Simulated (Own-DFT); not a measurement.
# Computed records: Ti$_{12}$O$_{23}$ (rutile with two vacancies, strained, atoms displaced), Si$_{24}$O$_{47}$ (quartz with one vacancy, atoms displaced)

Computed with Own-DFT development build. A calculation, not a measurement: plane-wave PBE density functional theory by an unreviewed code, no spin, of a simulated periodic cell, stress positive in tension, free energy of the whole cell less one offset for each atom, defect cell not probed for a lower state with spin; oxygen file: force components 24 meV/angstrom off all-electron in one glass; forces on such cells passed a denser k mesh, this cell's mesh not checked; offsets are fitted by least squares, one for each functional and potential file, so energies compare only between cells with the same atoms and settings and are not formation energies; the far tail of each file's local potential was reset to the Coulomb form; each entry is a single point on an unrelaxed cell, so the pressure reflects the starting lattice, mostly measured values (interpolated for alloys), from which strain is counted, and rises with the displacements; printed positions are rounded, which can move forces by about a meV/angstrom; the program, named Own-DFT, is a retired in-house code; no spin-orbit coupling; before rounding, a Quantum ESPRESSO 7.3.1 run of the same cell and cutoff gave forces within 1 meV/angstrom rms on each cell, which checks the program and not the settings.

Common to all runs: functional PBE; potential files PseudoDojo norm-conserving, scalar-relativistic, standard set; wave cutoff 72 hartree; occupations Fermi-Dirac; smearing width 0.1 eV.

(1) 
```cif
# cell vector a (Å): 9.1852 -0.0324 -0.1654
# cell vector b (Å): -0.0324 9.1306 0.0363
# cell vector c (Å): -0.1598 0.0350 8.9019
data_Ti12O23
_symmetry_space_group_name_H-M 'P 1'
_symmetry_Int_Tables_number 1
_cell_length_a 9.1867
_cell_length_b 9.1307
_cell_length_c 8.9034
_cell_angle_alpha 89.543
_cell_angle_beta 92.061
_cell_angle_gamma 90.409
_cell_volume 746.31
loop_
_atom_site_label
_atom_site_type_symbol
_atom_site_fract_x
_atom_site_fract_y
_atom_site_fract_z
_atom_site_occupancy
Ti1 Ti 0.99528 0.99950 0.00061 1
Ti2 Ti 0.24151 0.24677 0.16086 1
O1 O 0.15565 0.16187 0.00010 1
O2 O 0.34772 0.34484 0.99755 1
O3 O 0.38938 0.10285 0.16276 1
O4 O 0.10210 0.40113 0.15537 1
Ti3 Ti 0.01025 0.99826 0.32460 1
Ti4 Ti 0.25386 0.24131 0.49399 1
O5 O 0.14806 0.14985 0.32869 1
O6 O 0.34640 0.34824 0.34021 1
O7 O 0.40998 0.10368 0.48743 1
O8 O 0.09672 0.40078 0.50822 1
Ti5 Ti 0.00739 0.00186 0.66649 1
Ti6 Ti 0.25679 0.24675 0.83838 1
O9 O 0.15401 0.15798 0.66377 1
O10 O 0.34468 0.35171 0.67740 1
O11 O 0.09350 0.40377 0.83208 1
Ti7 Ti 0.00473 0.49226 0.99681 1
Ti8 Ti 0.24647 0.75312 0.16828 1
O12 O 0.15842 0.64667 0.00123 1
O13 O 0.34425 0.84978 0.00345 1
O14 O 0.41304 0.59033 0.16511 1
O15 O 0.10082 0.90915 0.16140 1
Ti9 Ti 0.99895 0.50243 0.32819 1
Ti10 Ti 0.24961 0.75099 0.50515 1
O16 O 0.15129 0.64714 0.32839 1
O17 O 0.34858 0.84959 0.32707 1
O18 O 0.39843 0.59355 0.48958 1
O19 O 0.08844 0.89487 0.50163 1
Ti11 Ti 0.99008 0.49744 0.66953 1
Ti12 Ti 0.24834 0.76212 0.83145 1
O20 O 0.16095 0.65833 0.67077 1
O21 O 0.33728 0.85075 0.67007 1
O22 O 0.39415 0.58770 0.82775 1
O23 O 0.11210 0.90419 0.83831 1
Ti13 Ti 0.49985 0.00602 0.99967 1
Ti14 Ti 0.75360 0.25287 0.15761 1
O24 O 0.84876 0.34710 0.99069 1
O25 O 0.90132 0.09258 0.17035 1
O26 O 0.58989 0.39474 0.16646 1
Ti15 Ti 0.48763 0.00734 0.33183 1
Ti16 Ti 0.76335 0.25208 0.49578 1
O27 O 0.65594 0.16078 0.33523 1
O28 O 0.85605 0.34630 0.33489 1
O29 O 0.90559 0.10169 0.50627 1
O30 O 0.59482 0.41202 0.50270 1
Ti17 Ti 0.49419 0.00321 0.66346 1
Ti18 Ti 0.74597 0.25137 0.83667 1
O31 O 0.65863 0.15603 0.65990 1
O32 O 0.84459 0.34748 0.67017 1
O33 O 0.90276 0.10275 0.84028 1
O34 O 0.59579 0.40045 0.83939 1
Ti19 Ti 0.49793 0.49560 0.99849 1
Ti20 Ti 0.75854 0.74690 0.16748 1
O35 O 0.66138 0.65863 0.00814 1
O36 O 0.84950 0.83858 0.99939 1
O37 O 0.90583 0.59454 0.17313 1
O38 O 0.59936 0.90745 0.16094 1
Ti21 Ti 0.50221 0.49953 0.34164 1
Ti22 Ti 0.74917 0.75399 0.49770 1
O39 O 0.65284 0.64551 0.33660 1
O40 O 0.84955 0.83846 0.33312 1
O41 O 0.89000 0.59699 0.49298 1
O42 O 0.59122 0.89691 0.50382 1
Ti23 Ti 0.50054 0.50368 0.66960 1
Ti24 Ti 0.74987 0.74577 0.83752 1
O43 O 0.63930 0.64946 0.66806 1
O44 O 0.85077 0.84893 0.66867 1
O45 O 0.90426 0.60048 0.83490 1
O46 O 0.59891 0.89912 0.83524 1
_calc_k_mesh '3 x 3 x 3 centred on Gamma'
_calc_free_energy_of_cell_above_offsets '-11.982'  # eV
_calc_pressure 6.84  # GPa
_calc_stress_xx -6.88  # GPa
_calc_stress_yy -7.3  # GPa
_calc_stress_zz -6.35  # GPa
_calc_stress_yz 0.49  # GPa
_calc_stress_xz -4.93  # GPa
_calc_stress_xy -1.38  # GPa
```

Force:
```tsv
element	x (eV/Å)	y (eV/Å)	z (eV/Å)
Ti	-0.863	0.103	-1.063
Ti	1.047	1.746	1.364
O	-1.579	-1.971	-0.931
O	0.293	-0.124	0.184
O	1.631	-0.894	-0.298
O	-0.305	-0.188	1.249
Ti	-1.108	-0.7	1.509
Ti	-0.641	3.07	0.78
O	0.295	0.096	0.356
O	-0.787	-0.821	-0.211
O	-0.766	0.078	1.363
O	-0.092	0.153	-0.183
Ti	-1.162	-0.116	-0.537
Ti	-0.164	1.557	-1.997
O	0.134	-1.404	0.512
O	0.025	-1.484	-0.43
O	0.327	-0.484	0.284
Ti	0.798	1.359	-0.776
Ti	0.694	-1.924	-0.979
O	-0.487	0.314	0.154
O	1.138	1.14	0.116
O	-1.266	1.298	-0.67
O	0.325	-0.56	0.59
Ti	0.734	-0.417	2.124
Ti	-0.371	-1.711	-0.366
O	0.52	0.936	0.236
O	-0.044	0.376	0.797
O	-0.872	1.258	1.023
O	0.695	0.361	-0.147
Ti	0.755	0.094	-1.386
Ti	0.475	-2.323	1.391
O	-1.248	-0.849	-1.104
O	1.957	1.939	-0.899
O	0.59	0.787	0.788
O	-2.047	1.614	0.287
Ti	0.029	-2.651	1.208
Ti	-1.092	0.711	2.641
O	-0.421	-0.29	1.39
O	-0.627	0.478	-0.908
O	1.738	-1.322	-0.544
Ti	2.118	-0.919	-0.986
Ti	-0.96	-0.316	0.164
O	-0.493	-0.777	-0.869
O	-0.102	-0.11	-1.159
O	0.441	-0.412	-0.422
O	1.179	-1.52	0.7
Ti	2.374	-0.224	-0.077
Ti	-0.893	-0.568	-2.593
O	-1.418	-1.019	0.558
O	0.498	0.802	0.46
O	0.289	-0.636	-0.235
O	0.745	-0.614	-0.103
Ti	-0.52	1.195	0.95
Ti	-0.932	-0.285	0.646
O	-1.416	-1.548	-1.079
O	1.447	1.675	0.309
O	-0.625	0.378	-1.328
O	-0.111	1.115	-0.458
Ti	-0.332	-0.016	-1.031
Ti	-0.051	-0.31	0.271
O	0.414	1.006	-0.627
O	0.541	1.373	0.454
O	1.135	-0.525	0.55
O	-0.389	0.666	-0.061
Ti	-0.704	-0.3	-0.397
Ti	-0.294	-0.18	-1.084
O	1.512	1.216	0.288
O	-0.145	-0.107	0.313
O	-0.341	0.054	-0.276
O	-1.225	1.669	0.201
```

(2) 
```cif
# cell vector a (Å): 9.8268 0.0000 0.0000
# cell vector b (Å): -4.9134 8.5103 0.0000
# cell vector c (Å): 0.0000 0.0000 10.8104
data_Si24O47
_symmetry_space_group_name_H-M 'P 1'
_symmetry_Int_Tables_number 1
_cell_length_a 9.8268
_cell_length_b 9.8268
_cell_length_c 10.8104
_cell_angle_alpha 90.000
_cell_angle_beta 90.000
_cell_angle_gamma 120.000
_cell_volume 904.06
loop_
_atom_site_label
_atom_site_type_symbol
_atom_site_fract_x
_atom_site_fract_y
_atom_site_fract_z
_atom_site_occupancy
Si1 Si 0.23391 0.00363 0.99857 1
Si2 Si 0.99185 0.23121 0.33316 1
Si3 Si 0.26362 0.26756 0.17194 1
O1 O 0.20481 0.13323 0.05853 1
O2 O 0.42582 0.29206 0.22656 1
O3 O 0.36730 0.07303 0.38641 1
O4 O 0.07572 0.37043 0.43894 1
O5 O 0.13239 0.20421 0.27555 1
O6 O 0.28492 0.42134 0.10874 1
Si4 Si 0.23237 0.99694 0.50310 1
Si5 Si 0.00553 0.23486 0.83344 1
Si6 Si 0.26605 0.26073 0.66576 1
O7 O 0.20851 0.13441 0.55382 1
O8 O 0.43065 0.29498 0.72756 1
O9 O 0.36350 0.07248 0.89252 1
O10 O 0.07475 0.37029 0.94203 1
O11 O 0.13692 0.20906 0.77580 1
O12 O 0.29526 0.42590 0.60613 1
Si7 Si 0.22906 0.49543 0.99681 1
Si8 Si 0.99885 0.73700 0.33027 1
Si9 Si 0.26407 0.76666 0.16979 1
O13 O 0.20976 0.63749 0.05534 1
O14 O 0.42514 0.79096 0.22662 1
O15 O 0.37102 0.57081 0.39445 1
O16 O 0.07699 0.87271 0.44027 1
O17 O 0.13420 0.71124 0.27476 1
O18 O 0.29059 0.92676 0.10527 1
Si10 Si 0.22899 0.50088 0.50112 1
Si11 Si 0.99869 0.73647 0.83396 1
Si12 Si 0.26662 0.76687 0.66554 1
O19 O 0.21299 0.63512 0.55839 1
O20 O 0.42603 0.79141 0.72980 1
O21 O 0.36526 0.57476 0.88941 1
O22 O 0.06747 0.86084 0.94038 1
O23 O 0.13270 0.70811 0.77403 1
O24 O 0.29189 0.92560 0.60853 1
Si13 Si 0.73582 0.00008 0.00124 1
Si14 Si 0.49604 0.23691 0.32895 1
Si15 Si 0.76239 0.26282 0.16613 1
O25 O 0.92819 0.29829 0.22647 1
O26 O 0.87058 0.07305 0.39119 1
O27 O 0.56969 0.36933 0.44174 1
O28 O 0.63167 0.21069 0.27096 1
O29 O 0.79514 0.43054 0.11161 1
Si16 Si 0.73273 0.99820 0.49990 1
Si17 Si 0.49874 0.23453 0.83792 1
Si18 Si 0.77059 0.26833 0.66947 1
O30 O 0.70974 0.13891 0.55892 1
O31 O 0.92829 0.28985 0.73131 1
O32 O 0.86783 0.07498 0.89352 1
O33 O 0.57186 0.36978 0.93495 1
O34 O 0.63689 0.21100 0.77119 1
O35 O 0.79722 0.43038 0.60079 1
Si19 Si 0.73308 0.49971 0.99955 1
Si20 Si 0.49949 0.73506 0.32603 1
Si21 Si 0.76603 0.76373 0.16796 1
O36 O 0.70518 0.63663 0.06012 1
O37 O 0.91860 0.78909 0.22823 1
O38 O 0.86618 0.56936 0.39029 1
O39 O 0.57849 0.87407 0.44106 1
O40 O 0.63675 0.70773 0.26798 1
O41 O 0.79795 0.92959 0.10842 1
Si22 Si 0.73091 0.49115 0.50432 1
Si23 Si 0.50124 0.73521 0.83483 1
Si24 Si 0.76689 0.76454 0.66520 1
O42 O 0.70069 0.63579 0.56285 1
O43 O 0.92488 0.79533 0.72829 1
O44 O 0.86610 0.57284 0.89347 1
O45 O 0.57473 0.86394 0.94025 1
O46 O 0.62827 0.70395 0.77795 1
O47 O 0.79787 0.93387 0.60619 1
_calc_k_mesh '3 x 3 x 2 centred on Gamma'
_calc_free_energy_of_cell_above_offsets '-23.407'  # eV
_calc_pressure 7.49  # GPa
_calc_stress_xx -9  # GPa
_calc_stress_yy -6.49  # GPa
_calc_stress_zz -6.99  # GPa
_calc_stress_yz 0.55  # GPa
_calc_stress_xz -2.77  # GPa
_calc_stress_xy -0.9  # GPa
```

Force:
```tsv
element	x (eV/Å)	y (eV/Å)	z (eV/Å)
Si	-0.532	-2.14	0.539
Si	2.251	2.502	-0.482
Si	0.083	-1.587	-1.48
O	-0.68	1.364	0.998
O	-1.448	1.321	-2.093
O	-0.973	-1.406	1.755
O	-1.508	-1.743	-0.932
O	-1.047	-0.281	0.93
O	-0.307	1.572	-0.77
Si	2.165	1.716	-2.266
Si	-1.154	0.091	1.844
Si	-0.1	1.625	-0.387
O	-0.699	0.782	1.084
O	-0.458	-0.31	-0.447
O	0.589	-0.227	-0.522
O	-2.271	-3.283	-2.05
O	1.608	-0.629	-0.559
O	-0.465	-0.231	0.018
Si	2.699	3.679	1.727
Si	-0.356	-0.739	2.484
Si	-0.032	-0.421	-2.618
O	-0.2	0.363	0.968
O	-0.956	1.064	-1.396
O	-0.35	0.717	-0.24
O	-1.504	-2.411	-1.457
O	0.335	-0.446	0.244
O	0.268	0.167	0.329
Si	4.535	-1.165	-0.881
Si	0.358	-1.163	-0.705
Si	0.587	-1.238	1.681
O	-2.051	2.165	1.103
O	-0.934	0.754	-1.145
O	-0.678	-1.767	1.211
O	0.497	2.284	1.689
O	0.431	-0.127	-0.619
O	0.084	1.038	-0.077
Si	-0.973	1.954	1.515
Si	1.743	-0.19	3.075
Si	1.212	-1.546	-2.153
O	-0.031	0.182	-0.053
O	-1.304	-2.288	1.447
O	-0.619	-1.298	-0.888
O	0.097	-0.535	0.533
O	-0.657	0.38	-1.083
Si	1.389	2.935	0.488
Si	0.89	-0.532	-2.758
Si	-0.099	-0.043	-1.33
O	0.265	-0.105	-0.16
O	-0.646	1.005	-1.278
O	0.281	-0.222	-0.132
O	0.111	1.15	1.989
O	-1.219	-0.334	1.464
O	3.228	-2.139	4.117
Si	0.17	0.766	0.898
Si	1.818	-0.831	4.003
Si	-1.27	1.314	-2.706
O	0.469	-1.457	-1.296
O	2.608	1.031	0.487
O	-0.556	0.298	0.777
O	-2.083	-3.522	-2.811
O	-2.621	-0.802	2.46
O	0.237	-0.134	0.191
Si	-2.628	4.457	-3.869
Si	-1.06	-0.353	-0.144
Si	-2.752	1.407	1.682
O	1.357	-2.662	-2.116
O	0.82	0.38	-0.065
O	-0.025	-0.448	-0.205
O	-0.258	1.229	1.323
O	3.368	0.305	-2.153
O	0.954	-1.244	1.271
```

(3) 
```cif
# cell vector a (Å): 9.8268 0.0000 0.0000
# cell vector b (Å): -4.9134 8.5103 0.0000
# cell vector c (Å): 0.0000 0.0000 10.8104
data_Si24O47
_symmetry_space_group_name_H-M 'P 1'
_symmetry_Int_Tables_number 1
_cell_length_a 9.8268
_cell_length_b 9.8268
_cell_length_c 10.8104
_cell_angle_alpha 90.000
_cell_angle_beta 90.000
_cell_angle_gamma 120.000
_cell_volume 904.06
loop_
_atom_site_label
_atom_site_type_symbol
_atom_site_fract_x
_atom_site_fract_y
_atom_site_fract_z
_atom_site_occupancy
Si1 Si 0.23708 0.00094 0.99739 1
Si2 Si 0.99360 0.23345 0.33797 1
Si3 Si 0.26349 0.26113 0.16734 1
O1 O 0.42830 0.29704 0.22692 1
O2 O 0.36578 0.07244 0.39474 1
O3 O 0.07405 0.36972 0.44292 1
O4 O 0.12683 0.20837 0.27022 1
O5 O 0.29286 0.42537 0.10788 1
Si4 Si 0.23439 0.99844 0.49742 1
Si5 Si 0.00317 0.24184 0.83277 1
Si6 Si 0.27481 0.26643 0.66593 1
O6 O 0.20842 0.13500 0.56123 1
O7 O 0.42731 0.28798 0.72982 1
O8 O 0.36588 0.07584 0.89341 1
O9 O 0.07650 0.36703 0.94572 1
O10 O 0.12397 0.20423 0.77622 1
O11 O 0.29456 0.42430 0.60766 1
Si7 Si 0.23041 0.49937 0.99917 1
Si8 Si 0.99644 0.73194 0.33737 1
Si9 Si 0.26229 0.76754 0.16307 1
O12 O 0.20602 0.63340 0.05823 1
O13 O 0.42766 0.79533 0.22199 1
O14 O 0.36610 0.57742 0.39446 1
O15 O 0.07759 0.86496 0.43984 1
O16 O 0.13754 0.70865 0.27305 1
O17 O 0.29804 0.92972 0.11001 1
Si10 Si 0.24000 0.49830 0.50227 1
Si11 Si 0.00283 0.73500 0.83587 1
Si12 Si 0.26680 0.76801 0.66888 1
O18 O 0.20352 0.63678 0.55893 1
O19 O 0.42272 0.79031 0.72389 1
O20 O 0.37823 0.58754 0.89462 1
O21 O 0.07331 0.86841 0.94054 1
O22 O 0.13496 0.70417 0.77386 1
O23 O 0.29235 0.92074 0.60484 1
Si13 Si 0.73101 0.99725 0.00004 1
Si14 Si 0.50272 0.23758 0.33829 1
Si15 Si 0.76452 0.26476 0.16779 1
O24 O 0.71405 0.13702 0.06587 1
O25 O 0.92927 0.29276 0.22910 1
O26 O 0.86468 0.06915 0.39319 1
O27 O 0.56883 0.36430 0.43701 1
O28 O 0.63406 0.20657 0.27743 1
O29 O 0.79498 0.42863 0.10908 1
Si16 Si 0.73741 0.99814 0.50426 1
Si17 Si 0.50019 0.24067 0.83308 1
Si18 Si 0.77007 0.26596 0.66936 1
O30 O 0.70149 0.13500 0.55894 1
O31 O 0.92776 0.29255 0.72901 1
O32 O 0.86856 0.08120 0.89756 1
O33 O 0.56915 0.36618 0.94185 1
O34 O 0.62941 0.20540 0.77638 1
O35 O 0.79544 0.43151 0.61252 1
Si19 Si 0.72928 0.49493 0.00281 1
Si20 Si 0.50018 0.73717 0.33350 1
Si21 Si 0.76317 0.76941 0.16456 1
O36 O 0.71249 0.63470 0.06681 1
O37 O 0.92625 0.79447 0.22418 1
O38 O 0.86250 0.57381 0.39807 1
O39 O 0.57183 0.86548 0.43636 1
O40 O 0.62680 0.70242 0.27319 1
O41 O 0.79511 0.92800 0.10607 1
Si22 Si 0.73918 0.50321 0.49621 1
Si23 Si 0.49124 0.73089 0.83800 1
Si24 Si 0.76856 0.77161 0.67002 1
O42 O 0.70550 0.62908 0.55699 1
O43 O 0.92914 0.79765 0.72871 1
O44 O 0.86810 0.57590 0.89677 1
O45 O 0.56960 0.86832 0.93687 1
O46 O 0.62973 0.70395 0.77230 1
O47 O 0.79794 0.92524 0.60421 1
_calc_k_mesh '3 x 3 x 2 centred on Gamma'
_calc_free_energy_of_cell_above_offsets '-22.261'  # eV
_calc_pressure 8.45  # GPa
_calc_stress_xx -7.06  # GPa
_calc_stress_yy -10.16  # GPa
_calc_stress_zz -8.13  # GPa
_calc_stress_yz 1.12  # GPa
_calc_stress_xz -1.1  # GPa
_calc_stress_xy -1.04  # GPa
```

Force:
```tsv
element	x (eV/Å)	y (eV/Å)	z (eV/Å)
Si	-1.566	2.107	3.781
Si	1.689	0.922	-0.238
Si	0.367	-1.821	-1.862
O	0.962	-0.124	0.909
O	0.693	0.485	-0.876
O	-0.21	-0.739	0.098
O	0.477	-0.516	0.599
O	-0.426	0.832	-1.086
Si	0.767	0.446	1.951
Si	-0.815	-1.352	2.883
Si	-3.56	-1.174	1.269
O	0.231	-0.906	-0.627
O	-1.649	1.686	-2.436
O	0.996	0.425	-1.341
O	-1.8	-1.577	-1.691
O	4.871	0.383	-2.714
O	0.815	0.306	0.887
Si	3.492	1.693	1.691
Si	0.979	0.952	-3.169
Si	1.916	-1.061	1.386
O	-0.712	0.349	-0.332
O	0.165	-0.194	0.22
O	0.374	-0.655	-0.155
O	-1.382	-0.519	0.199
O	-1.995	-0.596	1.275
O	-0.928	1.687	-1.677
Si	-2.721	2.033	-0.265
Si	-0.48	-0.201	-0.875
Si	-0.618	-2.156	-1.507
O	1.153	-1.496	-0.355
O	2.487	0.356	1.447
O	-4.164	-9.997	5.22
O	-0.164	-0.035	0.29
O	-0.942	-0.245	1.195
O	-1.219	2.679	-0.902
Si	0.141	1.333	-0.127
Si	-1.073	-2.531	-3.64
Si	0.501	1.096	2.04
O	-0.32	-1.908	-1.882
O	-1.832	0.626	-1.042
O	-0.159	-0.596	0.594
O	0.978	3.577	3.553
O	0.476	-0.032	-0.217
O	0.161	-0.267	0.213
Si	-2.773	0.447	-2.054
Si	2.498	-2.375	2.549
Si	-2.921	0.212	-0.489
O	1.133	-0.724	0.053
O	-0.545	1.09	-1.165
O	-0.185	-0.396	-0.239
O	-0.473	0.393	0.436
O	1.66	0.259	-0.776
O	-0.013	-0.392	-0.623
Si	0.903	2.02	0.007
Si	-1.303	-0.688	-1.82
Si	0.737	-1.316	2.77
O	-0.447	-1.503	-1.854
O	0.735	-0.224	1.371
O	3.152	1.27	-3.802
O	0.813	2.446	2.529
O	1.633	0.26	-0.948
O	-0.63	1.213	-0.607
Si	-2.831	-3.672	4.438
Si	3.854	7.887	-6.292
Si	0.36	-3.989	-0.366
O	-1.144	2.531	1.881
O	0.663	0.032	0.225
O	-0.46	-0.997	0.314
O	0.066	1.189	1.084
O	-0.495	0.387	0.327
O	0.056	1.366	0.372
```

(4) 
```cif
# cell vector a (Å): 9.2421 -0.0946 -0.1433
# cell vector b (Å): -0.0946 9.0535 0.0118
# cell vector c (Å): -0.1384 0.0114 8.7599
data_Ti12O23
_symmetry_space_group_name_H-M 'P 1'
_symmetry_Int_Tables_number 1
_cell_length_a 9.2437
_cell_length_b 9.0540
_cell_length_c 8.7610
_cell_angle_alpha 89.841
_cell_angle_beta 91.794
_cell_angle_gamma 91.186
_cell_volume 732.71
loop_
_atom_site_label
_atom_site_type_symbol
_atom_site_fract_x
_atom_site_fract_y
_atom_site_fract_z
_atom_site_occupancy
Ti1 Ti 0.99194 0.99388 0.97147 1
Ti2 Ti 0.25125 0.24995 0.19009 1
O1 O 0.15918 0.13865 0.00720 1
O2 O 0.36046 0.36605 0.01498 1
O3 O 0.40427 0.08528 0.16685 1
O4 O 0.09772 0.39959 0.15990 1
Ti3 Ti 0.99258 0.98594 0.32217 1
Ti4 Ti 0.24617 0.26336 0.50686 1
O5 O 0.14845 0.16043 0.33359 1
O6 O 0.35671 0.36734 0.32211 1
O7 O 0.39817 0.09801 0.50142 1
O8 O 0.08661 0.41823 0.50750 1
Ti5 Ti 0.01153 0.99222 0.66997 1
Ti6 Ti 0.24222 0.25060 0.84339 1
O9 O 0.14340 0.16695 0.66223 1
O10 O 0.35476 0.34651 0.67510 1
O11 O 0.40780 0.10402 0.82555 1
O12 O 0.09267 0.38944 0.83785 1
Ti7 Ti 0.97773 0.51289 0.97762 1
Ti8 Ti 0.26782 0.75388 0.16405 1
O13 O 0.14565 0.65423 0.99703 1
O14 O 0.34897 0.83507 0.00018 1
O15 O 0.38597 0.59516 0.16081 1
O16 O 0.10397 0.90728 0.15307 1
Ti9 Ti 0.99461 0.49172 0.33680 1
Ti10 Ti 0.24033 0.74475 0.50123 1
O17 O 0.16235 0.64101 0.34648 1
O18 O 0.34148 0.86085 0.32277 1
O19 O 0.39825 0.61327 0.47765 1
O20 O 0.10168 0.91625 0.50201 1
Ti11 Ti 0.98633 0.49227 0.65817 1
Ti12 Ti 0.24519 0.74246 0.83094 1
O21 O 0.16096 0.66146 0.67893 1
O22 O 0.35095 0.84693 0.67066 1
O23 O 0.38928 0.59801 0.83671 1
O24 O 0.09406 0.91122 0.81593 1
Ti13 Ti 0.49447 0.99675 0.00850 1
Ti14 Ti 0.75300 0.23682 0.17505 1
O25 O 0.64286 0.15577 0.98056 1
O26 O 0.86535 0.34384 0.00732 1
O27 O 0.92853 0.10219 0.17286 1
O28 O 0.59468 0.40781 0.15860 1
Ti15 Ti 0.50812 0.98408 0.33596 1
Ti16 Ti 0.76427 0.24846 0.48741 1
O29 O 0.65177 0.14953 0.32854 1
O30 O 0.84354 0.34724 0.33130 1
O31 O 0.91086 0.10984 0.50513 1
O32 O 0.60594 0.37917 0.50594 1
Ti17 Ti 0.49005 0.00696 0.65263 1
Ti18 Ti 0.75446 0.25432 0.83880 1
O33 O 0.89637 0.09659 0.84010 1
O34 O 0.60351 0.38511 0.83532 1
Ti19 Ti 0.49877 0.50022 0.00149 1
Ti20 Ti 0.74048 0.75166 0.15956 1
O35 O 0.67139 0.65478 0.01249 1
O36 O 0.83726 0.85318 0.99363 1
O37 O 0.91098 0.59242 0.17656 1
O38 O 0.60338 0.88657 0.17822 1
Ti21 Ti 0.50314 0.49511 0.33119 1
Ti22 Ti 0.75064 0.74350 0.50237 1
O39 O 0.65265 0.65022 0.33856 1
O40 O 0.84931 0.84743 0.32695 1
O41 O 0.90264 0.61494 0.49871 1
O42 O 0.58871 0.90331 0.51505 1
Ti23 Ti 0.49538 0.50443 0.67057 1
Ti24 Ti 0.75562 0.77109 0.82804 1
O43 O 0.65149 0.63991 0.66634 1
O44 O 0.84367 0.84523 0.66003 1
O45 O 0.89472 0.60334 0.84390 1
O46 O 0.60740 0.91765 0.83602 1
_calc_k_mesh '3 x 3 x 3 centred on Gamma'
_calc_free_energy_of_cell_above_offsets '-4.699'  # eV
_calc_pressure 16.23  # GPa
_calc_stress_xx -12.47  # GPa
_calc_stress_yy -15.18  # GPa
_calc_stress_zz -21.02  # GPa
_calc_stress_yz 0.8  # GPa
_calc_stress_xz -6.35  # GPa
_calc_stress_xy -3.81  # GPa
```

Force:
```tsv
element	x (eV/Å)	y (eV/Å)	z (eV/Å)
Ti	2.753	0.15	6.803
Ti	-1.905	0.551	-3.767
O	0.638	1.164	-1.485
O	-2.284	-2.886	-1.39
O	0.328	0.907	0.197
O	0.647	-0.548	1.864
Ti	2.109	-0.344	-0.428
Ti	0.131	-0.857	0.651
O	0.843	0.254	1.672
O	-2.079	-2.569	1.992
O	-0.31	1.539	-1.315
O	2.157	-2.415	1.34
Ti	-2.411	3.37	-6.998
Ti	0.567	-0.329	1.535
O	0.617	-0.258	0.156
O	-0.642	0.27	-0.824
O	-0.375	-0.138	0.716
O	-1.159	1.446	-1.303
Ti	5.4	-3.143	7.891
Ti	-3.262	-1.113	-0.025
O	-0.311	0.32	-0.508
O	1.956	2.323	-0.62
O	2.246	-0.065	0.497
O	-0.817	-0.829	1.138
Ti	1.407	1.715	-5.125
Ti	0.964	0.65	-0.697
O	-1.188	0.381	-0.935
O	0.558	0.129	1.917
O	1.518	-1.38	1.84
O	0.453	-1.168	0.452
Ti	0.091	0.58	1.389
Ti	1.743	0.653	3.171
O	-3.521	-2.857	-3.589
O	0.708	1.151	-0.154
O	1.904	-0.756	-1.071
O	2.902	-2.962	3.898
Ti	-0.222	0.892	-2.288
Ti	0.147	0.011	-3.199
O	1.093	-0.451	1.9
O	-2.312	-1.305	-0.802
O	-3.302	1.606	-1.721
O	1.713	-0.969	1.368
Ti	-1.249	0.564	-0.247
Ti	-0.367	-0.277	1.172
O	-0.221	-0.813	0.296
O	0.438	0.628	-0.293
O	-1.226	-0.102	-0.193
O	-1.012	1.181	0.228
Ti	-2.249	-1.64	4.108
Ti	-0.102	1.186	2.274
O	-1.049	1.254	-2.631
O	-0.597	1.878	-1.029
Ti	-0.209	0.152	-0.209
Ti	2.767	-1.005	3.147
O	-2.625	-2.588	-3.925
O	1.854	1.147	1.396
O	-1.105	1.164	-0.757
O	-1.859	2.171	-0.622
Ti	1.493	1.55	0.568
Ti	-1.075	-0.588	-1.556
O	0.073	0.055	-0.391
O	-0.223	0.171	1.439
O	0.615	-1.534	0.79
O	1.948	-0.679	-1.054
Ti	0.13	-0.223	-0.448
Ti	-3.255	-0.454	-0.418
O	0.547	0.917	0.14
O	1.325	1.49	0.692
O	-2.673	2.683	-6.011
O	0.417	-1.008	-0.609
```
